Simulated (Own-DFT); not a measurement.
# Strain and stress in wurtzite AlGaN with randomly placed atoms, 72 atoms (Al27Ga9N36)

These are calculations, not measurements. They come from Own-DFT, an in-house plane-wave density functional program, since retired, whose code no person has reviewed. Each row is one single-point run on a periodic cell that was not relaxed, without spin or spin-orbit coupling.

Settings of every run: PBE; PseudoDojo norm-conserving scalar-relativistic files (stringent for Ga); cutoff 96 hartree; 4 x 4 x 3 k mesh centred on Gamma; Gaussian smearing of 0.01 eV.

Known limits: forces on such cells passed a denser k mesh, each cell not checked; stress not checked against mesh or cutoff.

Unstrained cell vectors in Å: (9.394, 0.000, 0.000); (-4.697, 8.135, 0.000); (0.000, 0.000, 10.066). The unstrained cell has measured lattice constants (interpolated for alloys), not those of this functional. That, the random moves and any unrelaxed bonds set the pressure at no strain. Each run strains this cell uniformly, with the atoms carried along. Every atom was also moved at random, by a Gaussian of width 0.05 Å on each axis. The random placing of the alloy's atoms differs from row to row. Strain is the symmetric tensor, in per cent. Stress is positive in tension, and the pressure is minus a third of its trace.

| run | e_xx (%) | e_yy (%) | e_zz (%) | s_xx (GPa) | s_yy (GPa) | s_zz (GPa) | P (GPa) | E (meV/atom) |
|---|---|---|---|---|---|---|---|---|
| 1 | 0.00 | 0.00 | -0.50 | -6.94 | -6.23 | -9.00 | 7.39 | 27.9 |
| 2 | 0.00 | 0.00 | 1.50 | -5.20 | -4.62 | -0.36 | 3.40 | 22.7 |
| 3 | 0.00 | 0.00 | 2.00 | -4.92 | -3.69 | 0.86 | 2.58 | 25.4 |
| 4 | 0.00 | 0.00 | 0.75 | -7.20 | -5.16 | -3.60 | 5.32 | 34.9 |
| 5 | 0.00 | 0.00 | -1.00 | -6.17 | -7.47 | -9.91 | 7.85 | 17.6 |
| 6 | 0.00 | 0.00 | 2.75 | -3.42 | -4.13 | 5.27 | 0.76 | 20.8 |
| 7 | 0.00 | 0.00 | 2.25 | -3.20 | -4.63 | 4.05 | 1.26 | 0.0 |
| 8 | 0.00 | 0.00 | -1.75 | -8.05 | -5.69 | -17.49 | 10.41 | 41.7 |
| 9 | 0.00 | 0.00 | 1.25 | ? | ? | ? | ? | ? |

E is the free energy for each atom above the lowest run shown.

## Worked fit

The change of volume is close to e_xx + e_yy + e_zz. A straight line through the runs shown gives P = 6.42 - 207 x (fractional change of volume) GPa, with an error of 10 on the slope and a scatter of 0.43 GPa. The strain isn't the same on all axes and the cell isn't cubic, so the slope belongs to this path and is not the bulk modulus.

## Withheld run

Question: what pressure should run 9 give? Its volume changes by 1.25 %.

The line gives 3.8 GPa. The calculation gave 4.03 GPa.
